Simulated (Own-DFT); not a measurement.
# Biaxial strain at fixed height in wurtzite AlGaN with randomly placed atoms, 72 atoms (Al9Ga27N36)

No measurement is shown. These are fixed-geometry runs of a retired plane-wave code named Own-DFT, which no person has reviewed; spin and spin-orbit coupling are neglected.

Method: PBE; PseudoDojo norm-conserving scalar-relativistic files (stringent for Ga); cutoff 96 hartree; 4 x 4 x 3 k mesh centred on Gamma; Gaussian smearing of 0.01 eV.

Keep in mind: forces on such cells passed a denser k mesh, each cell not checked; stress not checked against mesh or cutoff.

Unstrained cell vectors in Å: (9.509, 0.000, 0.000); (-4.755, 8.235, 0.000); (0.000, 0.000, 10.268). The unstrained cell has measured lattice constants (interpolated for alloys), not those of this functional. That, the random moves and any unrelaxed bonds set the pressure at no strain. Each run strains x and y alike by e, as a substrate would, and holds the height along z. Random moves of width 0.05 Å per axis were added to every atom. The random placing of the alloy's atoms differs from row to row. Stress is positive in tension.

| e (%) | u (Å) | (s_xx + s_yy)/2 (GPa) | s_zz (GPa) |
|---|---|---|---|
| -2.75 | 0.049 | -24.50 | -12.42 |
| -1.50 | 0.048 | -15.43 | -9.59 |
| -1.25 | 0.048 | -13.96 | -9.19 |
| -0.50 | 0.049 | -8.89 | -9.40 |
| 0.75 | 0.051 | -3.31 | -4.74 |
| 1.00 | 0.048 | -2.04 | -4.82 |
| 2.00 | 0.044 | ? | ? |
| 2.25 | 0.053 | 4.20 | -5.55 |
| 2.50 | 0.053 | 4.82 | -4.12 |
| 2.75 | 0.046 | 7.07 | -4.44 |

## Fit

With e as a fraction, the in-plane stress is -6.8 + 553 e - 2817 e² GPa (errors 11 and 714, scatter 0.60), and s_zz is -7.7 + 144 e GPa (slope ± 20, scatter 1.13). At e = 0 the first slope is C11 + C12 and the second 2 C13, both with the ions held to the strained lattice and at the cell's own pressure. The term in e² is negative: the layer stiffens under compression and softens under tension. A free layer would change its height as e changes, and the in-plane slope would drop by 2 C13²/C33 to the biaxial modulus. At fixed height, a misfit of 1 % moves the in-plane stress by about 5.5 GPa and s_zz by 1.4 GPa.

## Check

Question: what are the two stresses at e = 2.00 %?

From the fit: 3.2 and -4.8 GPa. The run itself gave 3.62 and -4.86 GPa.
